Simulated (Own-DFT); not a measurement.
## Calculated data, Al$_{3}$GaN$_{4}$ (wurtzite random alloy, atoms displaced)

Computed with Own-DFT development build. A calculation, not a measurement: plane-wave density functional theory by an unreviewed code, no spin, of a simulated periodic cell, stress positive in tension, run twice, with PBE and with PBEsol, both on files made for PBE, so the change isn't that of files made for PBEsol, forces on such cells passed a denser k mesh, this cell's mesh not checked; the far tail of each file's local potential was reset to the Coulomb form; each entry is a single point on an unrelaxed cell, so the pressure reflects the starting lattice, mostly measured values (interpolated for alloys), from which strain is counted, and rises with the displacements; printed positions are rounded, which can move forces by about a meV/angstrom; the program, named Own-DFT, is a retired in-house code; no spin-orbit coupling; stress was not checked against mesh or cutoff.

Common to all runs: functional PBE, then PBEsol; potential files PseudoDojo norm-conserving, scalar-relativistic, standard set; wave cutoff 42 hartree; occupations Fermi-Dirac; smearing width 0.1 eV; k mesh 4 x 4 x 3 centred on Gamma.

(1) Al$_{3}$GaN$_{4}$ (wurtzite random alloy, atoms displaced)

```
cell vectors (Å)
   9.3938     0.0000     0.0000
  -4.6969     8.1352     0.0000
   0.0000     0.0000    10.0655
atoms (fractions of the cell vectors)
Al  0.11429  0.22293  0.00121
Ga  0.21624  0.10302  0.25671
N   0.11589  0.22664  0.19082
N   0.21867  0.11434  0.43917
Al  0.11551  0.22239  0.49886
Al  0.21813  0.10987  0.74791
N   0.10832  0.22194  0.68739
N   0.21684  0.10863  0.93997
Al  0.11572  0.55726  0.00276
Ga  0.22314  0.44831  0.25017
N   0.10891  0.56021  0.18850
N   0.22373  0.45095  0.44378
Al  0.11403  0.55868  0.49922
Ga  0.22784  0.44686  0.75203
N   0.10858  0.55046  0.69336
N   0.22245  0.44716  0.93912
Al  0.10962  0.88385  0.99701
Al  0.21514  0.78224  0.25125
N   0.11643  0.89317  0.18986
N   0.21730  0.76647  0.44198
Ga  0.11598  0.89171  0.50293
Al  0.22631  0.77923  0.74630
N   0.11684  0.89084  0.69135
N   0.22434  0.77821  0.94544
Ga  0.44549  0.22110  0.00139
Al  0.55483  0.10821  0.24845
N   0.44137  0.22467  0.19127
N   0.55547  0.10710  0.44049
Ga  0.44160  0.22188  0.49585
Al  0.55936  0.11707  0.74678
N   0.44863  0.23408  0.68903
N   0.55676  0.11166  0.93753
Ga  0.44500  0.55195  0.99737
Ga  0.55387  0.44653  0.25117
N   0.44886  0.55752  0.19143
N   0.55440  0.44374  0.44027
Ga  0.45255  0.55874  0.50135
Al  0.55568  0.44689  0.75528
N   0.44008  0.55529  0.69206
N   0.55728  0.44933  0.94175
Al  0.44536  0.89595  0.99895
Al  0.56077  0.78473  0.24724
N   0.44381  0.88692  0.18923
N   0.55482  0.77556  0.44041
Al  0.45016  0.88978  0.50413
Al  0.55610  0.77492  0.75173
N   0.44798  0.89218  0.68739
N   0.55126  0.77579  0.93555
Al  0.77719  0.22578  0.99475
Al  0.88791  0.10457  0.25178
N   0.78280  0.22533  0.19199
N   0.88889  0.11326  0.44758
Al  0.78151  0.22282  0.49837
Al  0.88712  0.11321  0.74451
N   0.78131  0.22813  0.69732
N   0.89285  0.10810  0.94090
Al  0.77218  0.55487  0.99701
Al  0.89175  0.44945  0.24899
N   0.78016  0.55632  0.18482
N   0.88870  0.44800  0.44111
Al  0.77968  0.55576  0.50081
Al  0.89186  0.44365  0.75188
N   0.77759  0.55813  0.68905
N   0.88913  0.44196  0.94264
Al  0.77916  0.89226  0.99940
Al  0.88487  0.77666  0.25211
N   0.77170  0.88283  0.19333
N   0.88764  0.78056  0.43982
Al  0.77577  0.89586  0.50253
Al  0.88597  0.77863  0.74430
N   0.77744  0.88744  0.68977
N   0.88874  0.77762  0.93716
```

- PBE pressure: 5.13 GPa
- PBE stress xx: -4.57 GPa
- PBE stress yy: -5.76 GPa
- PBE stress zz: -5.05 GPa
- PBE stress yz: 0.01 GPa
- PBE stress xz: 0.39 GPa
- PBE stress xy: 0.81 GPa
- PBEsol pressure: 2 GPa
- PBEsol stress xx: -1.48 GPa
- PBEsol stress yy: -2.7 GPa
- PBEsol stress zz: -1.82 GPa
- PBEsol stress yz: 0.02 GPa
- PBEsol stress xz: 0.38 GPa
- PBEsol stress xy: 0.8 GPa
- rms change of force components from PBE to PBEsol: 0.064 eV/Å

Force:
```tsv
force element	PBE force x (eV/Å)	PBE force y (eV/Å)	PBE force z (eV/Å)	PBEsol force x (eV/Å)	PBEsol force y (eV/Å)	PBEsol force z (eV/Å)
Al	-0.449	0.071	-0.055	-0.429	0.093	-0.056
Ga	0.083	1.802	-1.695	0.093	1.779	-1.657
N	-1.141	-1.327	-0.259	-1.005	-1.225	-0.138
N	0.251	-0.38	1.225	0.426	-0.48	1.12
Al	-1.341	1.267	0.473	-1.336	1.279	0.458
Al	0.404	0.784	0.527	0.418	0.8	0.511
N	0.443	-0.871	-0.131	0.439	-0.701	-0.075
N	0.279	-0.235	-0.558	0.412	-0.171	-0.504
Al	-0.684	-0.091	-0.442	-0.675	-0.091	-0.455
Ga	0.035	0.374	0.403	0.059	0.357	0.402
N	-0.069	0.437	0.201	0.071	0.364	0.258
N	0.066	-1.289	0.102	0.217	-1.204	-0.006
Al	-0.415	-1.535	0.963	-0.424	-1.546	0.974
Ga	-1.276	-0.921	-0.308	-1.245	-0.89	-0.3
N	-0.562	1.512	-0.804	-0.397	1.419	-0.749
N	-0.402	-1.052	1.307	-0.24	-0.964	1.165
Al	-0.364	0.573	0.183	-0.36	0.582	0.191
Al	1.938	-0.918	0.056	1.951	-0.902	0.071
N	-1.537	-1.826	-0.705	-1.557	-1.613	-0.642
N	0.677	2.441	-0.663	0.554	2.53	-0.608
Ga	-0.361	-0.806	-0.459	-0.353	-0.787	-0.445
Al	-0.024	-0.609	0.869	-0.009	-0.614	0.866
N	-0.601	-0.238	0.868	-0.608	-0.247	0.691
N	-0.058	0.095	-1.206	-0.055	0.088	-1.202
Ga	-0.842	-0.002	-0.103	-0.841	0.006	-0.085
Al	0.074	0.68	0.025	0.059	0.688	0.02
N	1.324	-1.141	0.544	1.183	-1.045	0.486
N	0.516	0.026	-0.268	0.381	0.112	-0.22
Ga	0.734	0.158	0.701	0.708	0.165	0.69
Al	-0.616	-0.2	0.049	-0.631	-0.202	0.033
N	-0.045	-1.513	0.921	-0.053	-1.515	0.749
N	0.545	-0.073	-0.41	0.394	0.02	-0.356
Ga	-1.081	1.01	1.064	-1.055	0.974	1.042
Ga	0.862	-0.099	-0.205	0.812	-0.111	-0.204
N	-0.942	1.389	-0.243	-0.916	1.205	-0.283
N	1.45	0.55	0.251	1.283	0.467	0.189
Ga	-1.134	-0.511	0.153	-1.126	-0.509	0.144
Al	0.074	0.41	-0.929	0.059	0.415	-0.932
N	2.282	0.992	0.359	2.102	0.877	0.253
N	1.116	-0.975	-1.076	0.922	-1.039	-0.945
Al	0.513	-1.174	0.133	0.508	-1.175	0.137
Al	-1.218	-1.561	0.701	-1.227	-1.572	0.704
N	-0.474	0.45	0.081	-0.485	0.433	0.083
N	0.169	1.925	-0.562	0.178	1.718	-0.507
Al	-0.714	-0.697	-1.102	-0.74	-0.705	-1.105
Al	-0.406	0.474	-0.462	-0.415	0.471	-0.485
N	0.127	0.017	0.852	0.141	0.02	0.869
N	0.381	1.496	0.751	0.379	1.322	0.82
Al	1.116	-0.721	0.995	1.112	-0.73	0.997
Al	-0.255	1.278	-0.246	-0.241	1.271	-0.236
N	-0.343	-0.65	-0.225	-0.333	-0.645	-0.226
N	0.616	-0.09	-1.114	0.627	-0.085	-1.107
Al	-0.986	0.862	0.414	-0.999	0.871	0.426
Al	0.732	-0.313	1.078	0.727	-0.316	1.074
N	-0.241	-0.811	-1.407	-0.239	-0.805	-1.402
N	-0.92	0.754	-0.404	-0.915	0.763	-0.412
Al	1.469	0.518	0.25	1.466	0.51	0.246
Al	-0.233	-0.633	0.02	-0.235	-0.645	0.032
N	0.185	0.594	0.435	0.051	0.517	0.483
N	0.445	-0.467	-0.189	0.453	-0.463	-0.189
Al	-0.468	0.195	-0.082	-0.471	0.2	-0.086
Al	-0.588	0.942	0.27	-0.598	0.946	0.268
N	0.215	-0.372	0.398	0.216	-0.384	0.405
N	-0.321	0.958	-0.44	-0.316	0.974	-0.426
Al	-0.043	-0.803	-0.249	-0.047	-0.823	-0.235
Al	0.656	-0.271	-0.419	0.664	-0.257	-0.424
N	1.141	1.199	-0.812	1.145	1.191	-0.815
N	-0.526	-0.229	0.17	-0.401	-0.148	0.235
Al	0.698	-1.21	-0.322	0.705	-1.215	-0.323
Al	0.898	-0.046	0.765	0.909	-0.037	0.749
N	-0.578	0.495	-0.088	-0.583	0.497	-0.079
N	-0.258	-0.066	0.083	-0.263	-0.063	0.075
```

(2) Al$_{3}$GaN$_{4}$ (wurtzite random alloy, atoms displaced)

```
cell vectors (Å)
   9.3938     0.0000     0.0000
  -4.6969     8.1352     0.0000
   0.0000     0.0000    10.0655
atoms (fractions of the cell vectors)
Al  0.10588  0.21810  0.99901
Al  0.22480  0.10914  0.24689
N   0.11269  0.22238  0.19313
N   0.22273  0.11278  0.43893
Al  0.10998  0.22018  0.49702
Al  0.22020  0.10692  0.74669
N   0.11457  0.22196  0.68767
N   0.22623  0.11858  0.93966
Al  0.10257  0.55219  0.00032
Al  0.22474  0.44221  0.25053
N   0.11333  0.55470  0.19093
N   0.22500  0.44039  0.44150
Ga  0.10881  0.55512  0.50287
Al  0.21816  0.44081  0.75005
N   0.11590  0.56163  0.69138
N   0.22228  0.44187  0.94050
Al  0.10580  0.88772  0.99890
Al  0.22511  0.77616  0.24556
N   0.11046  0.88917  0.19057
N   0.22106  0.78200  0.44402
Ga  0.10415  0.88568  0.49810
Al  0.21681  0.77141  0.75311
N   0.11585  0.88830  0.69392
N   0.22434  0.77745  0.93955
Al  0.44391  0.22500  0.00044
Al  0.55371  0.11523  0.25460
N   0.44628  0.22113  0.19481
N   0.55436  0.11526  0.43679
Al  0.45610  0.23050  0.49542
Al  0.56004  0.11214  0.74823
N   0.44400  0.21961  0.69513
N   0.55175  0.11238  0.94109
Ga  0.44671  0.55450  0.99928
Al  0.56301  0.44761  0.24779
N   0.44176  0.55421  0.19272
N   0.55458  0.44476  0.44330
Al  0.44658  0.55761  0.50240
Ga  0.55203  0.44515  0.75245
N   0.44773  0.55624  0.68890
N   0.55007  0.44627  0.93858
Al  0.44334  0.88876  0.99828
Al  0.55722  0.77956  0.24912
N   0.44770  0.89466  0.19100
N   0.55633  0.77414  0.43485
Al  0.44697  0.88991  0.50295
Ga  0.56108  0.78237  0.74440
N   0.44254  0.88830  0.69240
N   0.55615  0.77301  0.94042
Ga  0.77146  0.21822  0.00243
Al  0.89012  0.10708  0.24818
N   0.78022  0.22184  0.18789
N   0.89476  0.11231  0.44239
Al  0.78701  0.22770  0.49670
Al  0.88950  0.11438  0.74480
N   0.77635  0.22487  0.69188
N   0.88242  0.10770  0.94103
Al  0.77592  0.55520  0.99754
Al  0.89097  0.44691  0.25338
N   0.77952  0.56185  0.18672
N   0.89137  0.44294  0.44049
Al  0.77693  0.56150  0.50196
Ga  0.88710  0.44748  0.75471
N   0.77669  0.55517  0.68855
N   0.88806  0.44291  0.94479
Al  0.78299  0.88676  0.00015
Al  0.88354  0.77589  0.24486
N   0.78511  0.89171  0.19056
N   0.89428  0.77955  0.44160
Ga  0.78336  0.89623  0.50368
Ga  0.88936  0.77726  0.74725
N   0.77247  0.88571  0.68984
N   0.88577  0.77501  0.94312
```

- PBE pressure: 5.23 GPa
- PBE stress xx: -5.2 GPa
- PBE stress yy: -5.84 GPa
- PBE stress zz: -4.66 GPa
- PBE stress yz: -0.07 GPa
- PBE stress xz: -0.23 GPa
- PBE stress xy: -0.06 GPa
- PBEsol pressure: 2.1 GPa
- PBEsol stress xx: -2.1 GPa
- PBEsol stress yy: -2.78 GPa
- PBEsol stress zz: -1.44 GPa
- PBEsol stress yz: -0.07 GPa
- PBEsol stress xz: -0.23 GPa
- PBEsol stress xy: -0.05 GPa
- rms change of force components from PBE to PBEsol: 0.068 eV/Å

Force:
```tsv
force element	PBE force x (eV/Å)	PBE force y (eV/Å)	PBE force z (eV/Å)	PBEsol force x (eV/Å)	PBEsol force y (eV/Å)	PBEsol force z (eV/Å)
Al	0.181	0.664	0.299	0.173	0.666	0.306
Al	-0.596	0.193	0.764	-0.596	0.187	0.753
N	-0.019	-0.381	-0.671	-0.014	-0.382	-0.661
N	0.541	0.665	-0.177	0.551	0.508	-0.123
Al	1.298	0.538	0.222	1.285	0.522	0.238
Al	0.494	0.792	0.499	0.473	0.8	0.497
N	-0.865	-0.368	0.108	-0.853	-0.367	0.103
N	-0.505	-1.332	0.057	-0.498	-1.328	0.05
Al	1.889	0.454	0.322	1.9	0.456	0.318
Al	-0.445	0.051	0.234	-0.462	0.053	0.22
N	-0.353	-0.104	-0.064	-0.345	-0.114	-0.061
N	-0.107	0.348	-0.226	-0.229	0.422	-0.176
Ga	1.166	0.538	-0.604	1.117	0.529	-0.576
Al	0.724	0.584	0.121	0.729	0.584	0.116
N	0.199	-1.264	0.881	0.065	-1.35	0.738
N	-1.627	-0.404	-0.411	-1.472	-0.312	-0.344
Al	1.148	0.644	0.122	1.15	0.646	0.107
Al	-0.455	0.404	0.859	-0.463	0.401	0.858
N	0.102	-0.512	-0.489	0.097	-0.519	-0.478
N	1.75	-0.287	-1.379	1.576	-0.353	-1.266
Ga	1.823	1.675	0.655	1.776	1.623	0.641
Al	0.781	1.393	-0.105	0.775	1.386	-0.11
N	-0.306	0.001	0.165	-0.451	-0.092	0.053
N	-0.974	-0.358	0.526	-0.976	-0.356	0.531
Al	0.076	-0.261	0.045	0.078	-0.245	0.052
Al	1.179	-0.584	-1.096	1.191	-0.583	-1.116
N	-0.329	0.986	-0.97	-0.334	0.989	-0.961
N	1.649	-0.399	1.174	1.651	-0.404	1.181
Al	-1.731	-1.299	1.296	-1.734	-1.301	1.307
Al	-1.216	-0.272	0.59	-1.193	-0.262	0.602
N	0.229	-0.464	-1.342	0.223	-0.298	-1.284
N	-0.495	-0.583	-0.656	-0.343	-0.495	-0.596
Ga	-1.576	0.307	0.749	-1.536	0.298	0.71
Al	-1.294	-0.305	0.616	-1.291	-0.307	0.609
N	1.014	0.366	0.544	1.019	0.368	0.386
N	0.747	1.071	-0.926	0.73	1.077	-0.931
Al	-0.243	-0.464	-0.519	-0.232	-0.447	-0.512
Ga	0.406	-0.678	-0.701	0.389	-0.646	-0.667
N	-1.725	-0.213	-0.478	-1.561	-0.142	-0.343
N	2.716	-0.982	1.254	2.52	-0.872	1.127
Al	0.581	-0.009	0.206	0.593	-0.012	0.202
Al	-0.128	-0.07	-0.483	-0.114	-0.058	-0.507
N	0.209	-0.422	-0.241	0.211	-0.41	-0.238
N	-0.735	0.618	0.828	-0.606	0.69	0.881
Al	-0.564	-0.071	-0.648	-0.539	-0.067	-0.648
Ga	-1.589	-1.356	1.591	-1.534	-1.347	1.564
N	-0.513	0.611	-0.578	-0.373	0.517	-0.51
N	-0.069	2.029	0.402	-0.066	1.839	0.307
Ga	0.166	-0.085	-0.317	0.165	-0.083	-0.306
Al	-0.111	1	0.226	-0.116	0.994	0.23
N	-0.361	0.211	2.427	-0.368	0.208	2.226
N	-1.08	0.989	-0.953	-1.08	0.79	-0.892
Al	-1.015	-0.862	0.465	-1.012	-0.874	0.48
Al	0.238	-0.194	0.902	0.238	-0.191	0.895
N	0.889	-0.719	-1.098	0.883	-0.535	-1.041
N	1.392	-0.389	-1.001	1.223	-0.301	-0.941
Al	-0.239	-0.343	0.199	-0.251	-0.354	0.171
Al	0.267	-0.206	-0.837	0.262	-0.196	-0.851
N	0.515	-1.124	0.246	0.527	-1.122	0.232
N	-1.78	0.241	-0.358	-1.625	0.353	-0.282
Al	0.498	-0.791	-0.438	0.511	-0.785	-0.436
Ga	0.622	-0.126	-0.421	0.598	-0.134	-0.414
N	-0.102	0.135	-0.431	-0.093	0.136	-0.243
N	-0.908	0.839	0.067	-0.916	0.65	-0.052
Al	-1.632	0.224	-0.01	-1.638	0.219	-0.013
Al	1.344	0.78	1.074	1.348	0.787	1.087
N	-1.121	-0.513	-0.332	-1.125	-0.515	-0.338
N	-2.164	-1.611	-1.446	-2.098	-1.399	-1.326
Ga	-0.235	-1.396	-1.096	-0.218	-1.371	-1.063
Ga	0.08	0.248	0.564	0.07	0.226	0.548
N	1.752	2.235	0.276	1.706	2.042	0.213
N	0.544	-0.033	-0.077	0.548	-0.038	-0.231
```
